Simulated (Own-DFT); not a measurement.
# How strain changes the stress of wurtzite GaN, 72 atoms (Ga36N36)

These are calculations, not measurements. The program, named Own-DFT, is a retired in-house plane-wave density functional code that no person has reviewed. Each row is one single-point run on a periodic cell that was not relaxed, without spin or spin-orbit coupling.

Settings of every run: PBE; PseudoDojo norm-conserving scalar-relativistic files (stringent for Ga); cutoff 96 hartree; 4 x 4 x 3 k mesh centred on Gamma; Gaussian smearing of 0.01 eV.

Known limits: forces not confirmed at this smearing and k mesh; stress not checked against mesh or cutoff.

Unstrained cell vectors in Å: (9.567, 0.000, 0.000); (-4.783, 8.285, 0.000); (0.000, 0.000, 10.370). The unstrained cell has measured lattice constants (interpolated for alloys), not those of this functional. That, the random moves and any unrelaxed bonds set the pressure at no strain. Each run strains this cell uniformly, with the atoms carried along. Every atom was also moved at random, by a Gaussian of width 0.05 Å on each axis. Strain is the symmetric tensor, in per cent. Stress is positive in tension, and the pressure is minus a third of its trace.

| run | e_xx (%) | e_yy (%) | e_zz (%) | e_yz (%) | e_xz (%) | e_xy (%) | s_xx (GPa) | s_yy (GPa) | s_zz (GPa) | s_yz (GPa) | s_xz (GPa) | s_xy (GPa) | P (GPa) | E (meV/atom) |
|---|---|---|---|---|---|---|---|---|---|---|---|---|---|---|
| 1 | 0.45 | -0.03 | 0.54 | -1.78 | -1.53 | 1.77 | -3.74 | -7.52 | -4.98 | -3.47 | -4.34 | 4.48 | 5.41 | 8.1 |
| 2 | 0.46 | -0.13 | -0.10 | -1.17 | 0.95 | -1.45 | -4.97 | -8.46 | -7.18 | -1.88 | 2.13 | -3.95 | 6.87 | 7.6 |
| 3 | 1.30 | 1.78 | -1.59 | 0.71 | 1.69 | 0.14 | -0.47 | -1.65 | -12.56 | 1.31 | 3.15 | 0.36 | 4.89 | 14.5 |
| 4 | -0.51 | -1.11 | 1.30 | -1.29 | 1.31 | 1.51 | -9.73 | -11.21 | -3.10 | -2.80 | 3.87 | 5.13 | 8.01 | 10.1 |
| 5 | -1.17 | -0.15 | 0.75 | 1.09 | 1.57 | 1.84 | -12.63 | -8.57 | -5.90 | 1.75 | 3.91 | 6.63 | 9.03 | 24.8 |
| 6 | -1.05 | -0.99 | -0.75 | 1.07 | -0.03 | 0.96 | -14.18 | -14.37 | -13.09 | 2.22 | 0.57 | 3.86 | 13.88 | 46.2 |
| 7 | 0.62 | 1.83 | -1.02 | -0.28 | 1.20 | 1.80 | -4.06 | 0.58 | -11.21 | -1.20 | 3.89 | 5.57 | 4.89 | 4.1 |
| 8 | 0.54 | -1.70 | 1.11 | 0.82 | 1.22 | -1.55 | -6.64 | -12.77 | -4.32 | 2.15 | 2.43 | -5.71 | 7.91 | 28.1 |
| 9 | -1.14 | 0.22 | -1.50 | -1.89 | 1.97 | 0.68 | -13.20 | -8.90 | -16.71 | -5.30 | 4.90 | 4.13 | 12.94 | 46.6 |
| 10 | -0.10 | -1.97 | 0.68 | -1.37 | -1.36 | 1.97 | -7.93 | -16.97 | -7.85 | -2.70 | -3.54 | 5.66 | 10.91 | 43.2 |
| 11 | -0.71 | 0.64 | 0.96 | -0.06 | 1.98 | 0.69 | -9.69 | -4.08 | -3.06 | 0.43 | 4.10 | 3.97 | 5.61 | 0.0 |
| 12 | -0.21 | 0.57 | 1.18 | -1.39 | 0.37 | 1.95 | -7.09 | -4.75 | -2.53 | -3.25 | -0.39 | 4.87 | 4.79 | 20.9 |
| 13 | -0.09 | 0.76 | -1.32 | -0.13 | -0.72 | -1.28 | -6.67 | -5.16 | -13.20 | 0.07 | -1.36 | -3.24 | 8.35 | 6.2 |
| 14 | 0.31 | -0.53 | -0.35 | -1.28 | -1.00 | -1.48 | -5.45 | -10.88 | -9.25 | -2.47 | -1.93 | -3.74 | 8.53 | 13.0 |
| 15 | 1.26 | -1.31 | 0.96 | 0.48 | -0.16 | 1.84 | -3.95 | -10.93 | -2.58 | 2.45 | -0.40 | 5.82 | 5.82 | 12.5 |
| 16 | 0.06 | -1.33 | -0.77 | 0.40 | -0.45 | 0.87 | -9.39 | -13.33 | -11.03 | 0.05 | -1.24 | 1.96 | 11.25 | 11.4 |
| 17 | -1.59 | 1.99 | -0.33 | -0.17 | -1.40 | 1.68 | ? | ? | ? | ? | ? | ? | ? | ? |

E is the free energy for each atom above the lowest run shown.

## Worked fit

Each stress component was fitted by least squares to a constant and the strains of the runs shown, as fractions, with shears doubled. Shear strains stay in the fit of a normal stress only where such slopes are resolved. The slopes, in GPa:

| stress | at no strain | per e_xx | per e_yy | per e_zz | scatter |
|---|---|---|---|---|---|
| s_xx | -7.3 | 446 ± 32 | 98 ± 25 | 50 ± 27 | 0.95 |
| s_yy | -7.7 | 76 ± 27 | 437 ± 21 | 104 ± 23 | 0.82 |
| s_zz | -7.9 | 116 ± 27 | 75 ± 21 | 457 ± 23 | 0.79 |

Each shear stress against twice its own strain: yz 112 ± 7, xz 121 ± 10, xy 147 ± 9 GPa. These are stiffnesses along x, y and z of the frame in which the cell vectors are given, which need not be the crystal's axes. The atoms are held to the strained lattice; where symmetry lets them move under strain, relaxing them would lower some slopes. The table should be nearly symmetric about its diagonal, and what it lacks of that shows the noise. A ninth of its sum, 207 ± 7 GPa, estimates the bulk modulus near the mean pressure of these runs, 8.1 GPa, so it lies above the value at zero pressure.

## Withheld run

Question: what normal stresses and pressure should run 17 give?

The fit gives s_xx = -12.6, s_yy = -0.6, s_zz = -9.8 and P = 7.7 GPa. The calculation gave -12.33, -0.71, -8.73 and P = 7.26 GPa.
